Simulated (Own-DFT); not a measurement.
# Strain and stress in hcp Hf, 36 atoms (Hf36)

Calculated results; nothing here was measured. They come from Own-DFT, an in-house plane-wave density functional program, since retired, whose code no person has reviewed. Each row is one single-point run on a periodic cell that was not relaxed, without spin or spin-orbit coupling.

Settings of every run: PBE; PseudoDojo norm-conserving scalar-relativistic files; cutoff 42 hartree; 4 x 4 x 4 k mesh centred on Gamma; cold (Marzari-Vanderbilt) smearing of 0.2 eV.

Known limits: hafnium file: forces about 75 meV/angstrom off all-electron values; forces on such cells passed a denser k mesh, each cell not checked; stress not checked against mesh or cutoff.

Unstrained cell vectors in Å: (9.589, 0.000, 0.000); (-4.795, 8.305, 0.000); (0.000, 0.000, 10.102). The unstrained cell has measured lattice constants (interpolated for alloys), not those of this functional. That, the random moves and any unrelaxed bonds set the pressure at no strain. Each run strains this cell uniformly, with the atoms carried along. Every atom was also moved at random, by a Gaussian of width 0.05 Å on each axis. Strain is the symmetric tensor, in per cent. Stress is positive in tension, and the pressure is minus a third of its trace.

| run | e_xx (%) | e_yy (%) | e_zz (%) | e_yz (%) | e_xz (%) | e_xy (%) | s_xx (GPa) | s_yy (GPa) | s_zz (GPa) | s_yz (GPa) | s_xz (GPa) | s_xy (GPa) | P (GPa) | E (meV/atom) |
|---|---|---|---|---|---|---|---|---|---|---|---|---|---|---|
| 1 | 1.46 | -1.38 | 0.10 | 0.99 | 0.14 | -0.16 | 0.64 | -2.92 | -1.28 | 1.03 | 0.14 | -0.16 | 1.19 | 0.0 |
| 2 | 1.05 | 1.13 | -0.59 | -1.40 | -0.28 | -1.38 | 1.17 | 0.97 | -1.31 | -1.43 | -0.35 | -1.93 | -0.28 | 4.2 |
| 3 | 1.38 | 0.14 | -0.30 | -0.30 | -0.84 | 1.47 | 1.56 | -0.75 | -1.17 | -0.29 | -0.77 | 2.01 | 0.12 | 4.6 |
| 4 | 0.32 | -1.04 | 0.41 | -1.36 | -1.93 | -0.93 | -1.12 | -2.80 | -1.20 | -1.40 | -1.90 | -1.54 | 1.71 | 7.4 |
| 5 | -0.34 | -0.93 | 1.81 | -1.37 | 2.00 | 0.74 | -1.50 | -1.91 | 1.02 | -1.36 | 1.90 | 1.05 | 0.80 | 9.8 |
| 6 | -0.02 | 0.70 | -1.45 | -0.44 | -1.13 | 0.67 | -1.81 | -1.13 | -4.34 | -0.44 | -1.25 | 1.18 | 2.43 | 9.9 |
| 7 | -0.81 | 1.00 | -0.23 | -1.86 | 0.67 | -1.54 | -2.19 | -0.40 | -2.11 | -1.80 | 0.44 | -2.20 | 1.57 | 11.5 |
| 8 | 1.10 | -1.06 | -1.03 | -0.22 | -0.51 | 0.30 | -0.65 | -3.19 | -3.69 | -0.22 | -0.51 | 0.29 | 2.51 | 1.2 |
| 9 | 0.30 | -0.39 | -1.72 | 1.69 | -1.88 | 0.69 | -1.74 | -3.74 | -5.81 | 1.86 | -1.93 | 0.94 | 3.76 | 24.8 |
| 10 | 0.18 | -0.24 | 0.56 | 1.58 | -0.03 | 0.99 | -0.34 | -1.57 | -0.59 | 1.64 | -0.05 | 1.42 | 0.83 | 3.7 |
| 11 | -1.19 | -0.18 | -0.08 | 1.97 | -0.39 | 0.12 | -3.51 | -2.49 | -2.75 | 2.00 | -0.37 | -0.01 | 2.92 | 1.9 |
| 12 | -0.43 | -0.53 | -0.89 | -0.25 | 0.15 | 0.55 | -3.13 | -3.13 | -4.32 | -0.28 | 0.20 | 1.22 | 3.53 | 5.3 |
| 13 | 0.92 | -0.11 | 1.93 | -0.53 | -0.63 | 1.16 | 1.58 | 0.15 | 2.75 | -0.50 | -0.58 | 1.44 | -1.49 | 10.4 |
| 14 | 1.29 | -0.11 | 0.95 | 0.64 | 1.13 | 0.94 | 2.12 | -0.42 | 1.06 | 0.67 | 0.99 | 1.33 | -0.92 | 7.0 |
| 15 | 0.84 | 0.59 | -0.13 | 1.79 | -0.74 | -1.26 | 0.83 | 0.06 | -0.98 | 1.69 | -0.54 | -1.70 | 0.03 | 4.3 |
| 16 | -1.23 | 0.36 | 0.54 | -0.52 | 1.46 | -1.53 | ? | ? | ? | ? | ? | ? | ? | ? |

E is the free energy for each atom above the lowest run shown.

## Worked fit

Each stress component was fitted by least squares to a constant and the strains of the runs shown, as fractions, with shears doubled. Shear strains stay in the fit of a normal stress only where such slopes are resolved. The slopes, in GPa:

```
stress,at no strain,per e_xx,per e_yy,per e_zz,scatter
s_xx,-1.2,194 ± 6,74 ± 7,64 ± 5,0.20
s_yy,-1.5,58 ± 7,178 ± 8,71 ± 6,0.23
s_zz,-1.8,75 ± 6,69 ± 6,210 ± 4,0.17
```

Each shear stress against twice its own strain: yz 50 ± 1, xz 48 ± 2, xy 72 ± 3 GPa. These are stiffnesses along x, y and z of the frame in which the cell vectors are given, which need not be the crystal's axes. The atoms are held to the strained lattice; where symmetry lets them move under strain, relaxing them would lower some slopes. The table should be nearly symmetric about its diagonal, and what it lacks of that shows the noise. A ninth of its sum, 110 ± 2 GPa, estimates the bulk modulus near the mean pressure of these runs, 1.2 GPa.

## Withheld run

Question: what normal stresses and pressure should run 16 give?

The fit gives s_xx = -3.0, s_yy = -1.2, s_zz = -1.3 and P = 1.8 GPa. The calculation gave -3.11, -1.15, -0.96 and P = 1.74 GPa.
